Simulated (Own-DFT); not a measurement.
# How strain changes the stress of wurtzite AlGaN with randomly placed atoms, 128 atoms (Al48Ga16N64)

All numbers below are calculated, not measured. The program, named Own-DFT, is a retired in-house plane-wave density functional code that no person has reviewed. Each row is one single-point run on a periodic cell that was not relaxed, without spin or spin-orbit coupling.

Settings of every run: PBE; PseudoDojo norm-conserving scalar-relativistic files (stringent for Ga); cutoff 96 hartree; 3 x 3 x 3 k mesh centred on Gamma; Gaussian smearing of 0.01 eV.

Known limits: k mesh not checked against a denser one; stress not checked against mesh or cutoff.

Unstrained cell vectors in Å: (12.525, 0.000, 0.000); (-6.263, 10.847, 0.000); (0.000, 0.000, 10.066). The unstrained cell has measured lattice constants (interpolated for alloys), not those of this functional. That, the random moves and any unrelaxed bonds set the pressure at no strain. Each run strains this cell uniformly, with the atoms carried along. Every atom was also moved at random, by a Gaussian of width 0.05 Å on each axis. The random placing of the alloy's atoms differs from row to row. Strain is the symmetric tensor, in per cent. Stress is positive in tension, and the pressure is minus a third of its trace.

```
run  e_xx (%)  e_yy (%)  e_zz (%)  s_xx (GPa)  s_yy (GPa)  s_zz (GPa)  P (GPa)  E (meV/atom)
  1     -0.50     -0.50      0.00       -7.48       -9.24       -8.19     8.30           0.0
  2      3.00      3.00      0.00        7.88        8.72       -1.27    -5.11           2.2
  3     -1.25     -1.25      0.00      -13.87      -16.02       -7.42    12.44          34.1
  4      2.00      2.00      0.00        4.59        4.24       -6.43    -0.80          17.6
  5      2.75      2.75      0.00        6.85        7.99       -2.25    -4.20           1.9
  6      0.25      0.25      0.00       -7.51       -4.35       -5.71     5.86          17.9
  7     -1.75     -1.75      0.00      -18.01      -17.23       -8.79    14.68          37.5
  8     -2.00     -2.00      0.00      -20.66      -18.21       -9.46    16.11          50.1
  9      0.50      0.50      0.00           ?           ?           ?        ?             ?
```

E is the free energy for each atom above the lowest run shown.

## Worked fit

The change of volume is close to e_xx + e_yy + e_zz. A straight line through the runs shown gives P = 7.28 - 207 x (fractional change of volume) GPa, with an error of 5 on the slope and a scatter of 0.55 GPa. The strain isn't the same on all axes and the cell isn't cubic, so the slope belongs to this path and is not the bulk modulus.

## Withheld run

Question: what pressure should run 9 give? Its volume changes by 1.00 %.

The line gives 5.2 GPa. The calculation gave 4.62 GPa.
